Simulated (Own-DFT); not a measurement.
# Response to strain: wurtzite GaN, 96 atoms (Ga48N48)

Calculated results; nothing here was measured. They come from Own-DFT, an in-house plane-wave density functional program, since retired, whose code no person has reviewed. Each row is one single-point run on a periodic cell that was not relaxed, without spin or spin-orbit coupling.

Settings of every run: PBE; PseudoDojo norm-conserving scalar-relativistic files (stringent for Ga); cutoff 96 hartree; 3 x 4 x 3 k mesh centred on Gamma; Gaussian smearing of 0.01 eV.

Known limits: forces on such cells passed a denser k mesh, each cell not checked; stress not checked against mesh or cutoff.

Unstrained cell vectors in Å: (12.756, 0.000, 0.000); (-4.784, 8.285, 0.000); (0.000, 0.000, 10.370). The unstrained cell has measured lattice constants (interpolated for alloys), not those of this functional. That, the random moves and any unrelaxed bonds set the pressure at no strain. Each run strains this cell uniformly, with the atoms carried along. Every atom was also moved at random, by a Gaussian of width 0.05 Å on each axis. Strain is the symmetric tensor, in per cent. Stress is positive in tension, and the pressure is minus a third of its trace.

```
run  e_xx (%)  e_yy (%)  e_zz (%)  e_yz (%)  e_xz (%)  e_xy (%)  s_xx (GPa)  s_yy (GPa)  s_zz (GPa)  s_yz (GPa)  s_xz (GPa)  s_xy (GPa)  P (GPa)  E (meV/atom)
  1     -0.36      1.58      1.63      0.68      1.29     -0.68       -4.30       -1.09        0.30        1.06        2.07       -2.14     1.70           6.6
  2      1.04      0.00     -0.31     -0.56      0.69     -2.00       -2.32       -5.49       -8.91       -0.83        1.83       -5.70     5.58           7.6
  3      1.17     -1.83      1.98      1.02     -0.44     -1.52       -3.40      -12.48        0.84        1.67       -1.33       -4.55     5.02          15.7
  4     -0.91      0.85     -1.84      0.29     -1.81      0.29      -11.60       -4.61      -17.48       -0.11       -3.61        1.51    11.23          25.4
  5     -0.30     -0.76      1.82      0.43      0.27      1.85       -7.03       -9.19       -1.49        0.80        0.32        5.13     5.90          19.0
  6      1.49     -1.55     -1.01     -1.22      1.69     -0.65       -2.22      -14.28      -12.58       -3.24        3.98       -0.06     9.69          29.8
  7     -0.24     -1.97     -1.83      0.83      1.84      0.81       -9.20      -19.10      -19.76        2.00        4.14        2.69    16.02          46.7
  8     -0.50      1.52      1.70      0.03      0.47      0.44       -6.05       -0.91        0.30        0.17        0.56        0.96     2.22           9.7
  9     -1.17      0.49      1.98      1.49     -1.10     -1.88      -11.73       -5.58        1.05        1.77       -2.38       -6.35     5.42          24.7
 10      0.73     -0.18      1.31      0.88     -0.42     -1.61       -5.26       -6.21       -0.13        0.86       -1.94       -4.90     3.87          10.2
 11      1.66      1.83      1.54      1.12     -1.98      1.92        2.05        2.20        1.35        1.78       -3.40        4.82    -1.87           9.1
 12      0.60      1.35      1.53     -1.20     -1.02     -0.70       -1.86       -0.63        0.15       -2.21       -1.82       -2.79     0.78           3.7
 13      1.19      0.54      1.52     -1.34     -0.82     -1.42       -1.75       -2.08        0.69       -2.73       -1.74       -4.58     1.04           0.0
 14      0.03      0.06      1.12      1.88     -0.65     -0.63       -5.34       -5.79       -2.24        3.41       -0.45       -1.79     4.46           0.9
 15     -0.96     -0.76      0.15     -1.84      1.36     -0.64      -12.38      -12.25       -6.85       -4.15        3.65       -1.50    10.49          25.0
 16     -1.04      1.92      1.40      1.89      0.74     -1.73       -9.13       -1.12       -0.07        3.54        1.89       -5.46     3.44          25.0
 17     -0.37     -0.77     -1.36     -0.09     -0.73      1.86           ?           ?           ?           ?           ?           ?        ?             ?
```

E is the free energy for each atom above the lowest run shown.

## Worked fit

Each stress component was fitted by least squares to a constant and the strains of the runs shown, as fractions, with shears doubled. Shear strains stay in the fit of a normal stress only where such slopes are resolved. The slopes, in GPa:

| stress | at no strain | per e_xx | per e_yy | per e_zz | scatter |
|---|---|---|---|---|---|
| s_xx | -6.8 | 413 ± 32 | 95 ± 26 | 37 ± 25 | 1.16 |
| s_yy | -7.7 | 118 ± 30 | 423 ± 24 | 69 ± 23 | 1.08 |
| s_zz | -8.2 | 68 ± 25 | 68 ± 20 | 488 ± 20 | 0.91 |

Each shear stress against twice its own strain: yz 97 ± 6, xz 103 ± 8, xy 145 ± 5 GPa. These are stiffnesses along x, y and z of the frame in which the cell vectors are given, which need not be the crystal's axes. The atoms are held to the strained lattice; where symmetry lets them move under strain, relaxing them would lower some slopes. The table should be nearly symmetric about its diagonal, and what it lacks of that shows the noise. A ninth of its sum, 198 ± 4 GPa, estimates the bulk modulus near the mean pressure of these runs, 5.3 GPa, so it lies above the value at zero pressure.

## Withheld run

Question: what normal stresses and pressure should run 17 give?

The fit gives s_xx = -9.6, s_yy = -12.4, s_zz = -15.6 and P = 12.5 GPa. The calculation gave -11.58, -12.82, -13.03 and P = 12.47 GPa.
